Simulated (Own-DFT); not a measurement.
Si12O23 (quartz with two neutral oxygen vacancies, atoms displaced) (calculated)

All values are calculated (Own-DFT development build). A calculation, not a measurement: plane-wave PBE and HSE06 DFT by an unreviewed code, no spin, of a simulated cell at Gamma alone, so results move with cell size and shape, stress positive in tension, energies less offsets, not probed for a lower state with spin; oxygen file: force components 24 meV/angstrom off all-electron in a glass; k mesh not checked against a denser one; forces and stress are PBE's, HSE06 gives the energy alone, and its difference from PBE has offsets of its own; offsets are fitted by least squares, one for each functional and potential file, so energies compare only between cells with the same atoms and settings and are not formation energies; the far tail of each file's local potential was reset to the Coulomb form; each entry is a single point on an unrelaxed cell, so the pressure reflects the starting lattice, mostly measured values (interpolated for alloys), from which strain is counted, and rises with the displacements; printed positions are rounded, which can move forces by about a meV/angstrom; the program, named Own-DFT, is a retired in-house code; no spin-orbit coupling.

Common to all runs: first functional PBE; second functional HSE06; exact exchange share 0.25; screening 0.11 1/bohr; exchange divergence Gygi-Baldereschi; potential files PseudoDojo norm-conserving, scalar-relativistic, made for PBE, standard set; wave cutoff 48 hartree; occupations fixed; k mesh 1 x 1 x 1 centred on Gamma.

(1) 
```xyz
70
Lattice="9.8268 0.0000 0.0000 -4.9134 8.5103 0.0000 0.0000 0.0000 10.8104" Properties=species:S:1:pos:R:3:force_x:R:1:force_y:R:1:force_z:R:1 formula=Si12O23 PBE_energy_of_cell_above_offsets=-20.571 HSE06_less_PBE_above_offsets=-0.058 PBE_pressure=8.27 PBE_stress_xx=-8.83 PBE_stress_yy=-8.15 PBE_stress_zz=-7.84 PBE_stress_yz=0.97 PBE_stress_xz=-0.7 PBE_stress_xy=-2.15
Si    -2.6415     8.4453     0.0019      3.851      6.582      0.937
Si     8.6684     1.9794     3.5973     -0.714     -0.378     -1.588
Si     1.2749     2.2663     1.8390      1.935     -1.513     -1.776
O      1.3786     1.1400     0.6064     -0.499      0.699      1.255
O      2.7789     2.4891     2.4456     -0.898      0.389     -0.497
O      3.2496     0.6246     4.2752      0.309       0.28     -0.567
O     -1.0845     3.1015     4.7029      0.333      1.753      1.516
O      0.3217     1.7547     2.9885     -0.574     -0.732      0.896
O      0.7891     3.6249     1.2053     -0.511      1.366     -0.831
Si     2.2851     0.0011     5.4013      1.108      0.683      0.317
Si     8.6415     1.9995     8.9856      1.858      2.492      3.635
Si     1.2559     2.2378     7.2415      1.624      1.664     -1.082
O      1.3865     1.1486     6.0520      -0.71      0.101      0.104
O      2.7761     2.5097     7.8397     -1.565      0.319     -0.944
O      3.2365     0.6184     9.6364       0.01       0.24     -0.048
O      0.2455     1.7337     8.3488      0.968     -0.751     -0.087
O      0.8060     3.6769     6.5757     -0.753     -0.339     -0.763
Si    -0.1652     4.2755     0.0047     -2.519     -0.654       1.04
Si     6.2061     6.2469     3.6354      0.722      0.551     -1.684
Si    -1.1384     6.5359     1.8048     -0.854     -2.669     -1.987
O      0.2790     6.7913     2.4293       2.09      0.331      1.484
O      0.8741     4.9317     4.2676     -2.029     -3.236      1.639
O     -3.5078     7.3809     4.7361     -0.988     -0.129      0.513
O     -2.1770     6.0087     2.9461      0.307     -0.119      0.077
O     -1.6674     7.8808     1.1190      0.574      -0.02      0.904
Si    -0.1817     4.2748     5.3462       1.28     -0.421      1.752
Si    -3.5895     6.2927     8.9916     -2.778     -0.554      0.799
Si    -1.1913     6.5301     7.2113      1.059     -0.633     -0.012
O     -1.1203     5.3783     6.0745     -0.126     -0.302      -0.81
O      0.2674     6.7179     7.8581       1.35      0.222      0.829
O      0.7478     4.8755     9.6312      1.274      0.542     -0.502
O     -3.4581     7.3924    10.1820     -4.128     -4.939     -2.905
O     -2.1886     6.0324     8.3692      1.335     -0.463     -0.508
O     -1.6624     7.8944     6.5452     -0.244      0.501      0.052
Si     2.3545     8.4620     0.0362     -1.178      3.942      0.519
Si     3.7317     2.0413     3.6358      2.174     -3.268     -2.651
Si     6.1892     2.3159     1.8065      2.504     -1.917       0.68
O      6.3004     1.2150     0.6913      1.652     -3.942     -3.016
O      7.6619     2.4977     2.4404      0.998       0.41      0.274
O      8.1186     0.6306     4.2361     -0.045     -0.836      0.439
O      3.8410     3.0640     4.7899     -0.537      1.354      1.192
O      5.2583     1.7490     2.9068     -3.875     -0.356      3.574
O      5.7073     3.5855     1.1306     -1.476      4.424     -1.836
Si     2.2806     8.4816     5.4155      0.232      2.939     -1.603
Si     3.7967     2.0111     8.9491     -4.168     -0.346      4.174
Si     6.2191     2.2105     7.2267     -0.704      1.941     -0.874
O      6.2848     1.1423     6.0534     -0.298     -0.633     -0.311
O      7.6697     2.4698     7.8724     -1.639      0.931      -1.88
O      8.1771     0.6488     9.6491     -0.976     -2.212      1.474
O      3.8882     3.1304    10.1824     -1.851     -2.181     -1.844
O      5.1718     1.7811     8.3706      4.202      -0.92     -1.601
O      5.7018     3.6176     6.5352      0.128     -0.417      0.181
Si     4.7543     4.2597    10.7779      0.321       1.84      2.971
Si     1.2810     6.2557     3.6116      1.644      2.786     -1.908
Si     3.8009     6.5448     1.8599     -2.325     -2.306     -0.145
O      3.7864     5.4039     0.7367      1.106     -1.721     -1.825
O      5.2026     6.7425     2.4595      2.669      0.689      1.253
O      5.7191     4.8851     4.2460     -0.434     -1.367       0.12
O      1.4034     7.3924     4.7614     -1.913     -1.701     -0.872
O      2.7630     6.0084     2.9858     -0.319      0.237       0.39
O      3.2606     7.8536     1.1947     -0.265      1.927     -0.582
Si     4.7464     4.2339     5.3470      1.301      0.469      2.234
Si     1.3412     6.2678     9.0553     -1.592     -0.787     -1.899
Si     3.6952     6.5287     7.2002      2.468      0.074     -2.166
O      3.8645     5.3935     6.0224     -0.831      0.794      0.434
O      5.1480     6.7601     7.8770      0.863      0.485      0.078
O      5.6809     4.8973     9.6530      0.889       0.99     -0.737
O      1.3878     7.3909    10.1749     -0.313       0.03      0.387
O      2.8040     6.0638     8.3786     -2.201     -0.853      1.909
O      3.2170     7.9207     6.5142      1.694     -1.364      2.303
```

Units: PBE_energy_of_cell_above_offsets, HSE06_less_PBE_above_offsets in eV; PBE_pressure, PBE_stress_xx, PBE_stress_yy, PBE_stress_zz, PBE_stress_yz, PBE_stress_xz, PBE_stress_xy in GPa; force_x, force_y, force_z in eV/Å.

(2) 
```xyz
70
Lattice="9.8268 0.0000 0.0000 -4.9134 8.5103 0.0000 0.0000 0.0000 10.8104" Properties=species:S:1:pos:R:3:force_x:R:1:force_y:R:1:force_z:R:1 formula=Si12O23 PBE_energy_of_cell_above_offsets=-21.458 HSE06_less_PBE_above_offsets=0.052 PBE_pressure=6.72 PBE_stress_xx=-8.27 PBE_stress_yy=-4.45 PBE_stress_zz=-7.43 PBE_stress_yz=0.45 PBE_stress_xz=0.15 PBE_stress_xy=0.87
Si     2.3275     0.0243    10.7552     -0.266      0.162     -3.549
Si    -1.1370     2.0177     3.5663      -3.84     -1.456      2.045
Si     1.2794     2.3103     1.7961      0.286     -2.584      0.164
O      1.3859     1.1458     0.6483     -0.918      0.302      0.209
O      2.7069     2.5210     2.4141      2.747       0.02      2.099
O      3.2503     0.6420     4.2182     -0.305     -1.146      0.999
O     -1.1440     3.1212     4.7271      0.125       0.41       0.88
O      0.2552     1.8081     2.9752      2.947      -0.54     -1.595
O      0.7778     3.6274     1.1193     -0.163      1.523      0.185
Si    -2.5954     8.4741     5.4128      0.502      2.554     -1.629
Si    -1.1362     1.9855     9.0263     -0.578     -0.921     -0.155
Si     1.3272     2.2941     7.1933     -2.807     -2.851     -0.764
O      1.3911     1.1017     6.0266     -0.716      1.798      1.268
O      2.7274     2.4702     7.8249      1.304      1.373     -0.461
O     -1.1048     3.0514    10.2153      0.816      1.901      0.899
O      0.3161     1.7298     8.4044      1.183       0.55     -1.186
O      0.7697     3.6259     6.5165      0.781     -0.211      1.291
Si    -0.1172     4.2598    10.7856     -3.887     -0.656      1.451
Si     6.2274     6.2309     3.6426      0.233       0.63     -0.231
Si    -1.1373     6.5117     1.7689     -2.002      1.667      1.619
O     -1.1432     5.4308     0.6430      1.357     -2.715     -2.339
O      0.2829     6.7693     2.4458      0.596      0.314     -0.197
O      0.7640     4.8432     4.2478      0.391      0.658     -0.734
O     -3.5199     7.4247     4.7362      -1.38     -1.994     -0.835
O     -2.1668     5.9952     2.9723       1.13      0.159     -0.743
O     -1.6967     7.9283     1.1276      1.249     -1.162      1.351
Si    -0.1732     4.2314     5.4091     -0.764       0.33     -1.791
Si    -3.5398     6.2794     8.9860     -3.634      2.147      3.852
Si    -1.1491     6.5314     7.1785     -0.569      -2.35      0.754
O     -1.1053     5.3697     6.0276     -0.562      0.819      0.718
O      0.3039     6.7977     7.7846      1.119      -0.77      1.442
O      0.8130     4.8640     9.6986      0.987      0.346     -1.933
O     -2.2079     5.9644     8.3558      5.615     -0.616      -2.96
O     -1.7158     7.8488     6.5448       0.88      0.562      0.939
Si     7.2030     0.0080     0.0057     -1.014     -0.059     -1.546
Si     3.7945     2.0289     3.6582     -1.819     -1.196     -3.647
Si     6.1805     2.2559     1.7911      1.288     -1.198     -0.048
O      6.2838     1.1775     0.5946     -0.539     -0.263      0.158
O      7.6077     2.4923     2.4737      0.874     -0.004     -0.083
O      8.1256     0.5592     4.2918      3.495      3.529     -4.553
O      3.7992     3.1201     4.7590      0.233       1.57      1.629
O      5.2311     1.7711     2.9608     -1.086      -0.37      0.945
O      5.7552     3.6052     1.1408     -1.027      2.166     -0.729
Si     7.1957     0.0206     5.3489      -1.04     -1.803      4.165
Si     3.7143     1.9939     8.9665      0.771     -3.071      2.469
Si     6.2410     2.2243     7.1846     -0.172      2.145      0.911
O      6.2742     1.1844     6.0180     -0.041     -1.274     -1.446
O      7.6703     2.4971     7.8873     -0.011      0.244     -0.586
O      8.1324     0.5967     9.6548      0.589      0.111     -0.576
O      3.8498     3.0922    10.1309      0.358      1.596      1.008
O      5.2144     1.7704     8.3256     -0.792     -0.348      0.492
O      5.7017     3.6631     6.5526      1.392     -1.476      1.545
Si     4.8145     4.2411    10.8003     -1.829      0.054      0.383
Si     1.3077     6.2419     3.5698     -1.556     -0.137      2.498
Si     3.7356     6.5232     1.7967      0.469     -0.953      0.398
O      3.7922     5.4049     0.6013      0.619     -0.346      0.177
O      5.2052     6.6966     2.5024     -1.439       0.55     -1.276
O      5.6785     4.8684     4.2686      1.197      0.099     -1.249
O      1.3666     7.3513     4.7982     -0.991      -1.15      -1.27
O      2.7210     5.9303     2.9660      1.926      0.375     -1.409
O      3.2030     7.9100     1.1389      1.092     -0.934      1.761
Si     4.8133     4.2150     5.3906     -2.854      1.611      1.271
Si     1.3148     6.2094     8.9947      0.474      1.796     -1.466
Si     3.7805     6.4968     7.2137      0.841       2.03     -2.099
O      3.8422     5.4128     6.0391      0.661     -1.501         -1
O      5.2553     6.7629     7.8426     -0.439      0.266     -0.235
O      5.7357     4.8998     9.6938      0.825      0.622      -0.91
O      1.3629     7.3537    10.1311     -0.011      0.235      0.488
O      2.7882     6.0044     8.3110     -2.318     -1.025      2.383
O      3.2241     7.8940     6.5462      0.018     -0.142      0.383
```

Units: PBE_energy_of_cell_above_offsets, HSE06_less_PBE_above_offsets in eV; PBE_pressure, PBE_stress_xx, PBE_stress_yy, PBE_stress_zz, PBE_stress_yz, PBE_stress_xz, PBE_stress_xy in GPa; force_x, force_y, force_z in eV/Å.

(3) 
```xyz
70
Lattice="9.8268 0.0000 0.0000 -4.9134 8.5103 0.0000 0.0000 0.0000 10.8104" Properties=species:S:1:pos:R:3:force_x:R:1:force_y:R:1:force_z:R:1 formula=Si12O23 PBE_energy_of_cell_above_offsets=-21.677 HSE06_less_PBE_above_offsets=0.038 PBE_pressure=6.94 PBE_stress_xx=-5.69 PBE_stress_yy=-8.24 PBE_stress_zz=-6.89 PBE_stress_yz=-1.4 PBE_stress_xz=2.34 PBE_stress_xy=-0.38
Si     2.2630     0.0171     0.0093      2.276     -0.526      1.104
Si     8.6638     1.9980     3.5944      2.233     -0.369     -1.921
Si     1.2741     2.3157     1.8725       0.46     -2.572      2.856
O      1.4019     1.1654     0.6577     -1.131      1.308      0.727
O      3.2060     0.6111     4.1726      0.735      0.135     -0.118
O     -1.1125     3.1258     4.7160      0.658      1.298      1.595
O      0.7915     3.6462     1.1981     -0.324      1.722     -1.128
Si     2.3400     0.0406     5.3731      0.163     -2.441      1.622
Si    -1.1161     1.9595     9.0039     -4.136      3.987      0.459
Si     1.3241     2.2233     7.1709      -2.88      2.333      2.144
O      1.3917     1.1405     6.0842      0.052     -2.162     -2.258
O      2.6863     2.5012     7.8586      2.947      0.204      1.575
O      3.2004     0.5766     9.6266      0.593      0.925     -0.595
O     -1.0953     3.1219    10.1933     -0.265     -0.898     -0.709
O      0.2489     1.8181     8.3863      4.935     -0.656     -2.777
O      0.8315     3.6471     6.5453      0.289      -0.63      0.459
Si    -0.1256     4.2427    10.7633     -2.029     -1.396      3.707
Si    -3.6096     6.2578     3.5955      0.474      0.479      0.078
Si    -1.1336     6.4728     1.7808      -2.15      1.466      -0.94
O     -1.0697     5.3490     0.6642     -0.293     -0.233     -0.876
O      0.2528     6.7293     2.4254      2.782      0.719      1.197
O      0.7522     4.9311     4.2647      0.416      0.096     -0.461
O     -3.5247     7.3759     4.7563      0.029      0.591      0.438
O     -2.1795     6.0378     2.9081      -0.47     -0.697      0.737
O     -1.6918     7.9171     1.2061     -0.019     -0.317     -0.603
Si    -0.1331     4.2686     5.4327     -1.005     -0.366     -1.257
Si    -3.5857     6.2718     9.0473     -0.449      0.197     -3.238
Si    -1.1905     6.4907     7.2332      3.441     -0.151     -1.094
O     -1.1102     5.3670     6.0733     -0.303     -0.161       0.03
O      0.3305     6.7905     7.8217     -0.025     -1.066      0.909
O      0.8162     4.8486     9.7404      2.607      1.873     -3.314
O     -3.4804     7.3360    10.1796         -1      0.726       1.15
O     -2.1506     6.0272     8.3466     -1.639     -0.938      2.261
O     -1.6152     7.8495     6.5870     -1.851      3.083     -2.372
Si     7.2087     0.0164     0.0405       1.22     -1.877     -1.874
Si     3.7509     2.0235     3.5768     -2.175     -0.437     -2.488
Si     6.1748     2.2469     1.8094      2.386     -0.917     -0.999
O      6.2709     1.0968     0.6488     -1.387      1.583      0.979
O      7.6323     2.5073     2.4470     -0.106     -0.058     -0.148
O      8.1888     0.5933     4.2904      0.994      0.763     -1.723
O      3.8013     3.0708     4.7750      0.288      1.082      0.977
O      5.2318     1.7592     2.9523     -1.611     -0.828      1.697
O      5.7232     3.5951     1.1509     -0.986      1.945     -1.179
Si     7.2531     0.0075     5.4011     -2.258     -0.117      1.362
Si     3.7536     1.9902     9.0089     -0.221     -1.052     -0.865
Si     6.1815     2.2563     7.1932      2.552      0.559      0.828
O      6.2857     1.1803     6.0531      0.452      -1.85     -1.959
O      7.6424     2.5351     7.8711      0.301     -0.334       0.19
O      8.1556     0.6816     9.6582     -1.496     -3.436      2.027
O      3.8320     3.0970    10.1728     -0.087      0.166      0.185
O      5.2152     1.7442     8.3185     -2.251     -0.612      1.998
O      5.6730     3.6366     6.6118     -0.826      1.427     -1.127
Si     4.7691     4.2425    10.8077      1.838     -0.575     -1.388
Si     1.3065     6.3223     3.5984     -0.871     -2.131     -0.595
Si     3.8025     6.4533     1.7807     -2.607      1.443       1.07
O      3.8490     5.3465     0.6454     -0.722      0.284     -0.133
O      5.1708     6.7766     2.4716      1.458      0.076      0.323
O      5.7220     4.8910     4.2672     -0.653     -1.034      0.303
O      1.3614     7.3493     4.7903      0.342      1.792       0.89
O      2.7494     5.9883     2.9711      0.777      0.042     -0.792
O      3.2481     7.8799     1.1926      0.023     -0.271     -0.412
Si     4.7532     4.2293     5.4033      0.667      0.331      0.306
Si     1.3311     6.2342     9.0386     -2.136      0.107     -1.405
Si     3.7510     6.4567     7.1978     -0.248        2.5      0.907
O      3.8247     5.3765     6.0636     -0.244     -1.153      -1.38
O      5.1952     6.7544     7.8448      0.879      0.045      0.754
O      5.6976     4.9168     9.5975     -1.389     -2.663      2.053
O      1.3393     7.3508    10.1650      0.913       1.54      1.392
O      2.7401     5.9767     8.3745      1.266     -0.399     -0.369
O      3.2410     7.9136     6.5638      0.797     -1.504      1.214
```

Units: PBE_energy_of_cell_above_offsets, HSE06_less_PBE_above_offsets in eV; PBE_pressure, PBE_stress_xx, PBE_stress_yy, PBE_stress_zz, PBE_stress_yz, PBE_stress_xz, PBE_stress_xy in GPa; force_x, force_y, force_z in eV/Å.
